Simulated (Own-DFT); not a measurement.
SiC (2H silicon carbide, atoms displaced), GaN (wurtzite, strained, atoms displaced), SiC (4H silicon carbide, atoms displaced), GaP (zincblende, atoms displaced) (calculated)

All values are calculated (Own-DFT development build). A calculation, not a measurement: plane-wave PBE density functional theory by an unreviewed code, no spin, of a simulated periodic cell, stress positive in tension, free energy of the whole cell less one offset for each atom, forces on such cells passed a denser k mesh, this cell's mesh not checked; offsets are fitted by least squares, one for each functional and potential file, so energies compare only between cells with the same atoms and settings and are not formation energies; the far tail of each file's local potential was reset to the Coulomb form; each entry is a single point on an unrelaxed cell, so the pressure reflects the starting lattice, mostly measured values (interpolated for alloys), from which strain is counted, and rises with the displacements; printed positions are rounded, which can move forces by about a meV/angstrom; the program, named Own-DFT, is a retired in-house code; no spin-orbit coupling.

Common to all runs: functional PBE.

(1) SiC (2H silicon carbide, atoms displaced)

```
SiC
1.0
      6.1654     0.0000     0.0000
     -3.0827     5.3394     0.0000
      0.0000     0.0000    10.0681
Si C Si C Si C Si C Si C Si C Si C Si C
2 2 2 2 2 2 2 2 2 2 2 2 2 2 2 2
Direct
  0.98657 0.99389 0.00267
  0.16038 0.33446 0.24858
  0.00499 0.01335 0.18871
  0.16341 0.32549 0.43360
  0.99531 0.99580 0.50013
  0.16522 0.33051 0.75065
  0.99037 0.99489 0.68455
  0.16179 0.32942 0.93716
  0.99935 0.49485 0.99644
  0.17425 0.83667 0.24998
  0.00354 0.51583 0.18861
  0.16450 0.83905 0.43429
  0.99882 0.50436 0.49931
  0.17363 0.82779 0.74158
  0.99965 0.50084 0.68277
  0.15781 0.82432 0.94127
  0.50088 0.00354 0.00292
  0.67002 0.33086 0.25054
  0.49100 0.99841 0.18666
  0.66505 0.33403 0.43238
  0.49519 0.00112 0.49628
  0.66159 0.33169 0.74522
  0.49714 0.99762 0.68697
  0.67201 0.33964 0.94127
  0.49180 0.49942 0.99924
  0.67674 0.83521 0.24956
  0.49788 0.50438 0.18620
  0.67174 0.84045 0.44107
  0.49467 0.48974 0.50313
  0.67232 0.84180 0.75466
  0.50344 0.50732 0.68834
  0.66478 0.83648 0.94578
```

* potential files: PseudoDojo norm-conserving, scalar-relativistic, standard set
* wave cutoff: 42 hartree
* occupations: Fermi-Dirac
* smearing width: 0.1 eV
* hardware: one NVIDIA H100
* k mesh: 5 x 5 x 3 centred on Gamma
* free energy of cell above offsets: -4.485 eV
* pressure: 3.89 GPa
* stress xx: -2.67 GPa
* stress yy: -3.24 GPa
* stress zz: -5.78 GPa
* stress yz: -0.61 GPa
* stress xz: 0.49 GPa
* stress xy: -1.67 GPa
* wall time: 124.9 s

Force:
```csv
element,x (eV/Å),y (eV/Å),z (eV/Å)
Si,1.902,0.47,-0.103
Si,0.637,1.294,0.073
C,0.314,-1.31,-0.311
C,-0.406,0.885,1.223
Si,-0.183,0.756,-0.386
Si,-0.062,-0.05,-0.688
C,1.494,0.639,0.875
C,0.174,-0.385,-0.166
Si,-0.382,0.873,1.089
Si,-1.538,0.56,-0.255
C,0.31,-1.882,-0.452
C,0.462,-0.657,0.819
Si,0.665,-0.711,-1.186
Si,-2.092,0.398,2.096
C,0.102,-0.748,0.671
C,0.438,1.162,-1.299
Si,-1.139,-0.146,-0.552
Si,-1.141,0.714,-1.292
C,1.987,0.668,0.657
C,0.186,-0.011,1.626
Si,0.856,-0.062,0.138
Si,0.416,0.443,1.233
C,0.583,0.63,-0.436
C,-0.935,-0.855,-1.235
Si,0.889,-0.089,0.509
Si,-1.352,-0.106,0.373
C,0.453,-0.491,0.435
C,-0.791,-1.451,-0.76
Si,-0.507,1.362,-1.355
Si,-0.389,-0.763,-0.257
C,-0.334,-0.66,0.537
C,-0.617,-0.474,-1.618
```

(2) GaN (wurtzite, strained, atoms displaced)

```
GaN
1.0
     12.7560     0.0000     0.0000
     -4.7835     8.2853     0.0000
      0.0000     0.0000    10.6292
Ga N Ga N Ga N Ga N Ga N Ga N Ga N Ga N Ga N Ga N Ga N Ga N Ga N Ga N Ga N Ga N Ga N Ga N Ga N Ga N Ga N Ga N Ga N Ga N
2 2 2 2 2 2 2 2 2 2 2 2 2 2 2 2 2 2 2 2 2 2 2 2 2 2 2 2 2 2 2 2 2 2 2 2 2 2 2 2 2 2 2 2 2 2 2 2
Direct
  0.08689 0.22232 0.99843
  0.17042 0.11402 0.25222
  0.07902 0.22017 0.19956
  0.16509 0.10538 0.44719
  0.07689 0.22119 0.49570
  0.17578 0.12284 0.74876
  0.08370 0.22892 0.68627
  0.16765 0.11808 0.93524
  0.08560 0.56104 0.99867
  0.15994 0.42936 0.25238
  0.09404 0.55994 0.19719
  0.17578 0.45491 0.43273
  0.08244 0.54693 0.50501
  0.16989 0.44966 0.74687
  0.08879 0.55513 0.69306
  0.16871 0.44723 0.93903
  0.07604 0.88563 0.00206
  0.17227 0.79039 0.24799
  0.08041 0.88915 0.18822
  0.16223 0.77111 0.44223
  0.08020 0.88201 0.50064
  0.16332 0.78796 0.75118
  0.08461 0.88649 0.69380
  0.16172 0.78068 0.93956
  0.33012 0.20819 0.99426
  0.42271 0.11331 0.25696
  0.33992 0.22207 0.19034
  0.41351 0.11586 0.44127
  0.33647 0.22225 0.49533
  0.41883 0.10871 0.74769
  0.33199 0.21766 0.68863
  0.41513 0.10806 0.94795
  0.32694 0.54445 0.99861
  0.42106 0.45279 0.24627
  0.34196 0.55656 0.19793
  0.41312 0.44536 0.43162
  0.33901 0.56049 0.49803
  0.42644 0.45322 0.74833
  0.33400 0.55667 0.68780
  0.41533 0.44511 0.93491
  0.34121 0.89356 0.99925
  0.41570 0.77642 0.24882
  0.33183 0.88746 0.18951
  0.41214 0.77100 0.43840
  0.32714 0.88295 0.50362
  0.41731 0.76767 0.74178
  0.33095 0.88816 0.68359
  0.42329 0.78838 0.94411
  0.58448 0.22991 0.99760
  0.67195 0.11413 0.24732
  0.58326 0.22542 0.19088
  0.66952 0.10980 0.43993
  0.58635 0.22190 0.50326
  0.67543 0.11237 0.75097
  0.59260 0.22752 0.69677
  0.66182 0.11607 0.93681
  0.57613 0.54795 0.99167
  0.66263 0.43816 0.25358
  0.58121 0.55296 0.18425
  0.66267 0.44364 0.43091
  0.57782 0.55432 0.50329
  0.66938 0.44667 0.74799
  0.58533 0.55706 0.69347
  0.66709 0.44972 0.94008
  0.58845 0.88477 0.01055
  0.66130 0.77145 0.25249
  0.58805 0.88907 0.18591
  0.66559 0.78481 0.43762
  0.57508 0.87932 0.49713
  0.66838 0.77726 0.74894
  0.57847 0.88575 0.69169
  0.66782 0.77014 0.94570
  0.82961 0.22000 0.00642
  0.91403 0.11628 0.24884
  0.83060 0.21818 0.19017
  0.90893 0.10411 0.43509
  0.82975 0.22802 0.50385
  0.92430 0.11637 0.75066
  0.83605 0.22552 0.68496
  0.91201 0.11190 0.93682
  0.83657 0.55489 0.00215
  0.92198 0.45017 0.25012
  0.83041 0.55053 0.18884
  0.90965 0.44503 0.43824
  0.83220 0.55440 0.50275
  0.91122 0.44024 0.74537
  0.82567 0.55317 0.69610
  0.91784 0.44782 0.93883
  0.83419 0.89375 0.00021
  0.91821 0.78019 0.24523
  0.83281 0.89331 0.19464
  0.91638 0.77981 0.43597
  0.82910 0.87734 0.50485
  0.90707 0.77045 0.75210
  0.84145 0.89353 0.69154
  0.92105 0.77751 0.94258
```

* potential files: PseudoDojo norm-conserving, scalar-relativistic, standard set with the stringent files for Ga
* wave cutoff: 96 hartree
* occupations: Gaussian
* smearing width: 0.01 eV
* k mesh: 3 x 4 x 3 centred on Gamma
* free energy of cell above offsets: -5.731 eV
* pressure: 2.42 GPa
* stress xx: -6.57 GPa
* stress yy: -4.59 GPa
* stress zz: 3.89 GPa
* stress yz: -0.22 GPa
* stress xz: 0.39 GPa
* stress xy: 0.44 GPa

Force:
```csv
element,x (eV/Å),y (eV/Å),z (eV/Å)
Ga,-1.306,0.345,0.661
Ga,0.149,-0.133,0.568
N,0.97,-1.065,-2.066
N,-0.282,0.623,-1.05
Ga,0.711,0.028,0.124
Ga,-1.682,-1.349,-0.106
N,0.934,-0.184,-0.163
N,0.174,-1.101,0.116
Ga,0.075,-0.222,0.642
Ga,1.081,2.832,0.285
N,-1.428,-0.112,-1.3
N,-0.938,-1.52,1.185
Ga,-0.213,0.638,-0.458
Ga,0.269,-0.641,0.869
N,-1.968,0.536,-0.671
N,-0.834,-0.598,-0.431
Ga,1.614,1.201,0.092
Ga,-0.318,-1.449,0.956
N,0.654,0.602,-0.205
N,0.057,0.174,-0.67
Ga,0.064,0.425,0.71
Ga,2.161,-1.621,0.844
N,-2.621,1.088,-1.1
N,1.243,0.454,-0.052
Ga,-0.721,1.721,1.456
Ga,-0.665,-0.417,-0.511
N,-1.114,-0.008,-0.483
N,2.288,-1.344,-0.155
Ga,-1.862,0.577,0.943
Ga,0.192,0.039,0.491
N,1.499,1.634,-0.508
N,0.805,0.623,-2.085
Ga,0.96,2.077,1.106
Ga,1.005,-1.775,0.439
N,-2.626,-0.173,-1.996
N,0.985,-0.139,1.083
Ga,-0.683,-1.367,0.299
Ga,-1.807,-1.708,0.576
N,0.799,-1.092,-0.739
N,-0.212,-1.066,-0.393
Ga,-1.159,-1.225,0.662
Ga,-0.021,0.191,0.008
N,0.993,0.873,-0.097
N,-0.267,1.639,-0.481
Ga,0.042,0.488,-0.661
Ga,-1.555,1.836,2.102
N,0.622,-0.188,1.073
N,0.456,-1.891,-0.994
Ga,-0.057,-0.318,0.75
Ga,-1.451,-0.592,0.926
N,0.951,-0.905,-0.668
N,-1.28,-0.454,-0.374
Ga,-0.427,-0.11,-0.066
Ga,-1.163,-0.625,0.63
N,-0.867,-0.805,-1.252
N,1.599,-0.699,0.423
Ga,0.724,0.54,1.69
Ga,-0.07,1.191,-1.103
N,0.831,0.276,-0.033
N,0.146,0.246,2.259
Ga,0.465,0.089,-0.873
Ga,-1.27,-0.98,1.744
N,0.644,0.327,-1.383
N,0.519,-0.216,-0.767
Ga,-0.867,0.462,-1.958
Ga,1.049,0.215,-0.348
N,-0.931,0.311,1.541
N,0.465,-1.561,0.497
Ga,0.318,1.53,0.704
Ga,-0.225,0.977,1
N,1.673,0.569,-0.96
N,-0.364,0.968,-1.472
Ga,-0.323,0.624,-0.924
Ga,0.457,-1.415,1.12
N,0.367,1.654,-0.635
N,0.032,0.747,0.821
Ga,1.225,-0.999,-0.837
Ga,-0.708,-0.023,0.15
N,0.418,-0.594,0.372
N,0.86,0.359,0.142
Ga,-0.905,0.022,0.332
Ga,-0.157,0.009,0.019
N,0.338,0.493,-0.019
N,1.398,-0.025,0.183
Ga,-0.921,0.615,-0.472
Ga,1.114,1.033,1.319
N,1.917,0.589,-1.812
N,0.324,-0.844,-0.326
Ga,0.417,-0.865,0.873
Ga,-1.013,-0.551,0.741
N,0.073,-0.503,-1.051
N,0.018,-0.904,0.295
Ga,-0.186,1.472,-0.741
Ga,2.143,1.023,0.964
N,-1.625,-0.259,-0.455
N,-2.197,-0.349,-0.88
```

(3) SiC (4H silicon carbide, atoms displaced)

```
SiC
1.0
     12.3308     0.0000     0.0000
     -6.1654    10.6788     0.0000
      0.0000     0.0000    10.0681
Si C Si C Si C Si C Si C Si C Si C Si C Si C Si C Si C Si C Si C Si C Si C Si C Si C Si C Si C Si C Si C Si C Si C Si C Si C Si C Si C Si C Si C Si C Si C Si C
2 2 2 2 2 2 2 2 2 2 2 2 2 2 2 2 2 2 2 2 2 2 2 2 2 2 2 2 2 2 2 2 2 2 2 2 2 2 2 2 2 2 2 2 2 2 2 2 2 2 2 2 2 2 2 2 2 2 2 2 2 2 2 2
Direct
  0.99989 0.00132 0.40640
  0.08134 0.16593 0.15790
  0.00259 0.00376 0.09269
  0.08291 0.17004 0.33612
  0.00543 0.25163 0.40720
  0.08725 0.41875 0.15832
  0.99759 0.25126 0.09280
  0.08262 0.41863 0.34569
  0.00105 0.50526 0.40586
  0.08683 0.66911 0.15458
  0.00562 0.50066 0.09238
  0.08164 0.66450 0.33862
  0.99952 0.75561 0.40648
  0.08333 0.91728 0.15984
  0.00091 0.75178 0.09377
  0.08422 0.91707 0.34771
  0.24802 0.99591 0.40325
  0.33161 0.16816 0.15083
  0.25472 0.00481 0.09656
  0.33414 0.16113 0.34428
  0.25061 0.25153 0.40702
  0.32779 0.41749 0.15803
  0.25030 0.24859 0.09503
  0.33452 0.41820 0.34137
  0.24553 0.50024 0.40853
  0.33046 0.66476 0.15734
  0.25193 0.50363 0.10057
  0.33589 0.67409 0.34155
  0.24393 0.74573 0.40798
  0.33711 0.92135 0.15518
  0.25071 0.74649 0.09499
  0.33003 0.91552 0.34307
  0.49790 0.00072 0.40803
  0.58279 0.16917 0.15658
  0.50460 0.00405 0.09530
  0.58748 0.16285 0.34723
  0.50069 0.24594 0.41047
  0.58417 0.41593 0.15964
  0.50178 0.25206 0.09702
  0.58388 0.41546 0.33972
  0.50275 0.50202 0.40920
  0.58391 0.66836 0.15071
  0.50145 0.50174 0.08811
  0.57914 0.66496 0.34719
  0.49986 0.75159 0.40230
  0.58131 0.91894 0.16291
  0.50248 0.75166 0.09711
  0.58202 0.91604 0.34169
  0.75586 0.00496 0.40785
  0.82953 0.16355 0.15769
  0.75008 0.99748 0.09582
  0.83091 0.16556 0.34657
  0.74754 0.24629 0.40838
  0.82958 0.41433 0.15814
  0.74994 0.25207 0.08799
  0.83603 0.41752 0.34831
  0.75104 0.50361 0.40920
  0.83164 0.66400 0.15706
  0.75108 0.50225 0.09113
  0.83039 0.66520 0.34231
  0.74609 0.74635 0.40657
  0.83922 0.92155 0.14805
  0.75147 0.75131 0.09082
  0.83185 0.91746 0.34823
  0.00464 0.00542 0.90871
  0.91302 0.83046 0.65858
  0.00156 0.99878 0.59391
  0.91286 0.83298 0.84536
  0.99991 0.75011 0.91364
  0.91578 0.58522 0.65536
  0.00080 0.74745 0.58561
  0.91873 0.58229 0.84423
  0.99808 0.50154 0.90933
  0.92023 0.33396 0.66026
  0.00089 0.50284 0.59535
  0.91886 0.32916 0.84025
  0.99858 0.24992 0.90289
  0.91644 0.08226 0.65564
  0.99609 0.25047 0.59684
  0.91181 0.08007 0.83940
  0.74874 0.99998 0.90499
  0.66930 0.83316 0.65406
  0.75082 0.00222 0.59767
  0.66929 0.83628 0.84719
  0.74917 0.74879 0.90099
  0.66352 0.58217 0.65329
  0.74786 0.75099 0.59186
  0.66761 0.58261 0.84456
  0.74841 0.49556 0.90884
  0.67493 0.33543 0.65806
  0.74943 0.50148 0.59138
  0.66556 0.33164 0.85214
  0.74670 0.24510 0.90802
  0.66959 0.08273 0.65537
  0.75397 0.25348 0.59693
  0.66649 0.08384 0.84526
  0.49683 0.99784 0.90634
  0.41461 0.83321 0.66014
  0.49948 0.99675 0.59341
  0.41861 0.83638 0.85031
  0.49882 0.75199 0.91125
  0.41779 0.58392 0.65509
  0.50316 0.75433 0.59373
  0.41652 0.58355 0.84683
  0.49933 0.49981 0.90714
  0.41526 0.32870 0.65672
  0.50185 0.50120 0.59177
  0.41751 0.33392 0.84984
  0.49604 0.25086 0.89896
  0.41707 0.07960 0.65797
  0.49870 0.24850 0.58969
  0.41648 0.08454 0.84548
  0.25348 0.00076 0.90865
  0.16661 0.82843 0.65700
  0.24928 0.00132 0.58814
  0.16390 0.83566 0.84421
  0.25204 0.75249 0.91279
  0.16759 0.58444 0.65666
  0.25115 0.74611 0.59147
  0.16776 0.58760 0.84131
  0.24530 0.50186 0.90659
  0.16490 0.33283 0.65763
  0.24778 0.50146 0.59769
  0.16743 0.33472 0.84360
  0.24926 0.24802 0.90472
  0.16982 0.08950 0.65487
  0.24939 0.24603 0.59386
  0.16671 0.08521 0.84505
```

* potential files: PseudoDojo norm-conserving, scalar-relativistic, standard set
* wave cutoff: 42 hartree
* occupations: Fermi-Dirac
* smearing width: 0.1 eV
* hardware: one NVIDIA H200
* k mesh: 3 x 3 x 3 centred on Gamma
* free energy of cell above offsets: -18.683 eV
* pressure: 3.81 GPa
* stress xx: -2.84 GPa
* stress yy: -3.35 GPa
* stress zz: -5.25 GPa
* stress yz: -0.06 GPa
* stress xz: -0.2 GPa
* stress xy: 0.55 GPa
* wall time: 541.6 s

Force:
```csv
element,x (eV/Å),y (eV/Å),z (eV/Å)
Si,-0.158,-0.06,0.046
Si,-0.024,1.038,-1.697
C,0.68,-0.37,0.309
C,0.882,-0.687,2.527
Si,-1.902,0.107,-0.02
Si,-0.899,-0.637,-0.128
C,0.632,-0.247,0.133
C,0.027,-0.209,0.055
Si,0.195,-1.263,0.493
Si,-0.502,-0.757,-0.126
C,-1.387,0.072,0.673
C,-0.646,1.216,0.921
Si,0.463,-1.76,-1.13
Si,0.334,0.306,-0.491
C,0.15,-0.138,1.162
C,-0.903,0.377,-1.028
Si,0.249,1.028,0.52
Si,1.372,0.52,1.913
C,-0.68,-1.322,-0.821
C,-0.944,1.097,-0.341
Si,0.806,-0.497,-1.029
Si,2.229,-0.148,-0.706
C,-1.351,0.686,-0.608
C,-0.399,-0.013,1.526
Si,1.226,0.809,-0.338
Si,1.236,1.178,0.375
C,-0.527,-0.863,-1.685
C,-0.395,-1.695,0.892
Si,0.814,1.098,-1.09
Si,0.187,-0.856,0.567
C,-0.536,1.658,0
C,0.639,-0.373,0.193
Si,0.498,-1.278,-0.439
Si,0.582,-0.025,0.097
C,-0.785,-0.382,-0.413
C,-1.57,0.683,-0.536
Si,-0.305,0.4,-1.884
Si,-0.652,0.609,-1.505
C,-0.645,-0.365,-1.2
C,0.014,0.092,2.076
Si,-0.414,-0.855,-1.43
Si,0.503,-0.371,1.079
C,-0.379,-0.533,1.724
C,0.706,0.331,-1.052
Si,-0.08,0.154,0.903
Si,1.208,-0.449,-1.502
C,-1.279,0.13,-0.21
C,0.255,0.854,1.747
Si,-1.251,-1.348,0.064
Si,0.226,0.686,-0.266
C,-0.786,0.693,-0.625
C,0.988,0.962,-0.29
Si,0.903,1.393,0.37
Si,1.081,0.892,-0.149
C,0.12,-0.706,1.937
C,-1.03,-0.453,-0.541
Si,0.32,-1.268,-1.167
Si,-0.308,0.867,-0.56
C,0.203,-0.743,1.045
C,0.331,0.744,0.516
Si,-0.217,1.003,-0.659
Si,-0.963,-1.477,1.81
C,0.324,0.027,0.18
C,0.946,-0.312,-1.141
Si,-1.082,-1.098,-1.19
Si,0.919,0.498,-0.574
C,-0.458,0.488,0.04
C,1.457,0.416,0.096
Si,-0.643,-0.023,-1.956
Si,0.534,-0.306,0.069
C,-0.664,0.527,2.142
C,-1.271,0.431,0.197
Si,1.35,-0.824,-0.962
Si,-1.033,0.773,-1.104
C,0.111,-0.337,-0.239
C,-1.753,1.234,1.451
Si,0.697,-0.716,0.662
Si,0.2,0.042,-0.094
C,1.888,-0.449,-0.973
C,1.086,0.825,1.27
Si,0.117,0.025,0.64
Si,-1.247,0.588,0.977
C,0.624,-0.59,-1.088
C,-0.728,-0.985,-0.903
Si,-0.332,0.092,1.165
Si,0.748,0.396,1.04
C,0.944,-0.734,0.251
C,-0.246,-0.475,-0.67
Si,-0.019,1.207,-0.716
Si,-1.911,-0.151,0.239
C,0.128,-0.055,0.964
C,0.125,-0.147,-1.794
Si,0.612,0.995,-0.969
Si,-1.04,0.505,0.634
C,0.285,-0.979,-0.411
C,-0.466,-0.808,-0.345
Si,0.868,1.514,0.573
Si,1.041,-0.283,-0.485
C,0.021,0.614,0.573
C,-0.692,-0.814,-0.852
Si,1.198,-0.316,-0.49
Si,-0.322,0.531,0.466
C,-0.398,-0.742,-0.036
C,-0.458,0.15,-0.374
Si,0.189,0.576,-0.404
Si,0.141,1.046,0.017
C,-0.756,-1.123,0.739
C,-0.944,-0.045,-1.775
Si,1.647,-0.189,2.278
Si,-0.788,0.428,-0.952
C,1.08,0.06,2.138
C,0.234,-0.392,-0.379
Si,-1.298,0.03,-0.352
Si,-0.713,1.168,-0.636
C,0.592,-0.74,1.488
C,1.081,-0.419,0.583
Si,-0.633,-0.334,-1.333
Si,-0.635,-0.288,0.195
C,-0.634,0.785,0.788
C,-0.297,-0.147,1.032
Si,1.218,0.009,0.147
Si,0.141,0.138,-0.192
C,0.988,-0.589,-0.77
C,-0.02,-0.251,0.503
Si,-0.409,0.904,0.82
Si,0.191,-2.781,0.469
C,-0.833,2.12,-0.294
C,0.857,-0.237,-0.379
```

(4) GaP (zincblende, atoms displaced)

```
GaP
1.0
     10.9010     0.0000     0.0000
      0.0000    10.9010     0.0000
      0.0000     0.0000    10.9010
Ga P Ga P Ga P Ga P Ga P Ga P Ga P Ga P
4 4 4 4 4 4 4 4 4 4 4 4 4 4 4 4
Direct
  0.99711 0.01104 0.99271
  0.01104 0.23610 0.24692
  0.24622 0.01224 0.23473
  0.25273 0.25642 0.99728
  0.11612 0.11343 0.11960
  0.12226 0.37304 0.38173
  0.37567 0.11023 0.37794
  0.37415 0.38940 0.13569
  0.99845 0.99939 0.50161
  0.00112 0.23167 0.72762
  0.23775 0.99562 0.73588
  0.24382 0.25273 0.50053
  0.12590 0.11502 0.62329
  0.12249 0.37545 0.87222
  0.35878 0.13700 0.88351
  0.36146 0.38950 0.61897
  0.99241 0.51131 0.98735
  0.01274 0.75075 0.25633
  0.24166 0.49376 0.24095
  0.26683 0.73550 0.00761
  0.13081 0.61104 0.14255
  0.11542 0.86901 0.36730
  0.35416 0.62184 0.38261
  0.37118 0.87318 0.11834
  0.99237 0.51296 0.51060
  0.01840 0.76085 0.75149
  0.26051 0.49736 0.75216
  0.23740 0.75279 0.50174
  0.11250 0.61437 0.64399
  0.12760 0.88587 0.89541
  0.38253 0.61474 0.87394
  0.37756 0.87068 0.63508
  0.49854 0.99645 0.98487
  0.48825 0.25203 0.24717
  0.74837 0.00146 0.25126
  0.75577 0.24687 0.98734
  0.61442 0.14357 0.12686
  0.62978 0.36527 0.35747
  0.87932 0.14373 0.36636
  0.88275 0.38252 0.13357
  0.48929 0.00617 0.50705
  0.50957 0.26876 0.75611
  0.74807 0.99564 0.74086
  0.75333 0.25684 0.49737
  0.64734 0.13786 0.60315
  0.62797 0.38243 0.88025
  0.87243 0.12212 0.87259
  0.86554 0.38152 0.63101
  0.49732 0.50083 0.99850
  0.50822 0.74940 0.26002
  0.75191 0.50165 0.24443
  0.75661 0.74472 0.00123
  0.61933 0.62052 0.13744
  0.63248 0.88478 0.36839
  0.87513 0.61595 0.36809
  0.86783 0.87607 0.11848
  0.49303 0.51899 0.50286
  0.51171 0.74752 0.73919
  0.75986 0.51684 0.74165
  0.73547 0.75265 0.48550
  0.63138 0.62180 0.62651
  0.62379 0.88311 0.86498
  0.86593 0.63757 0.87844
  0.87485 0.88187 0.62396
```

- potential files: PseudoDojo norm-conserving, scalar-relativistic, standard set
- wave cutoff: 42 hartree
- occupations: Fermi-Dirac
- smearing width: 0.1 eV
- hardware: one NVIDIA H100
- k mesh: 3 x 3 x 3 centred on Gamma
- free energy of cell above offsets: -26.098 eV
- pressure: 4.7 GPa
- stress xx: -4.82 GPa
- stress yy: -4.7 GPa
- stress zz: -4.59 GPa
- stress yz: -0.88 GPa
- stress xz: -0.14 GPa
- stress xy: 1.86 GPa
- wall time: 578.1 s

Force:
```csv
element,x (eV/Å),y (eV/Å),z (eV/Å)
Ga,-1.353,-1.329,0.471
Ga,0.041,2.239,-0.233
Ga,0.756,-2.001,1.204
Ga,-1.474,1.37,1.809
P,1.045,2.159,-0.434
P,-0.533,0.324,-0.533
P,-1.487,2.114,-1.088
P,0.277,-1.74,-1.641
Ga,-0.597,0.258,-1.524
Ga,-1.176,2.064,2.214
Ga,1.393,-0.485,2.888
Ga,0.744,-0.599,-0.136
P,0.227,0.671,-2.018
P,-0.346,-0.194,-0.449
P,2.29,-1.874,-2.746
P,2.223,-1.775,-0.409
Ga,0.673,-1.101,1.33
Ga,-2.638,-1.785,-2.051
Ga,0.996,-1.371,3.528
Ga,-1.463,-0.151,-0.084
P,-2.348,2.97,-3.663
P,2.071,2.83,1.978
P,1.195,0.848,-0.897
P,1.484,0.478,1.024
Ga,-0.213,-1.409,-0.772
Ga,-1.574,0.887,0.974
Ga,-1.793,0.153,0.988
Ga,-0.095,-0.294,0.674
P,1.741,0.977,-0.746
P,1.065,-1.635,-1.621
P,-0.029,1.661,-0.761
P,-0.714,0.177,-1.181
Ga,-0.694,1.339,1.309
Ga,-0.152,-0.062,0.909
Ga,0.748,1.756,-1.275
Ga,-0.379,1.176,1.939
P,1.109,-2.243,-1.435
P,-0.733,1.392,1.643
P,-0.722,-2.31,1.358
P,0.314,-1.064,-1.828
Ga,2.013,-0.834,0.531
Ga,-1.294,-1.108,-1.207
Ga,0.034,1.244,0.018
Ga,1.328,2.16,-2.211
P,-3.545,-2.449,3.224
P,1.037,0.79,-0.348
P,0.119,0.1,-1.536
P,1.409,-1.027,-0.824
Ga,0.862,-0.391,1.178
Ga,-1.708,0.298,-0.152
Ga,-0.225,-0.919,0.29
Ga,-2.547,1.177,1.248
P,0.284,0.615,-1.694
P,-2.158,-0.133,1.226
P,-0.096,1.65,0.706
P,1.297,0.352,0.817
Ga,0.351,-1.7,-0.838
Ga,-0.486,0.013,1.545
Ga,-0.417,-1.07,2.018
Ga,1.935,-0.637,0.828
P,-0.578,0.98,-1.554
P,0.394,-1.394,0.367
P,1.886,-0.439,-1.953
P,0.225,-1.703,-0.391
```
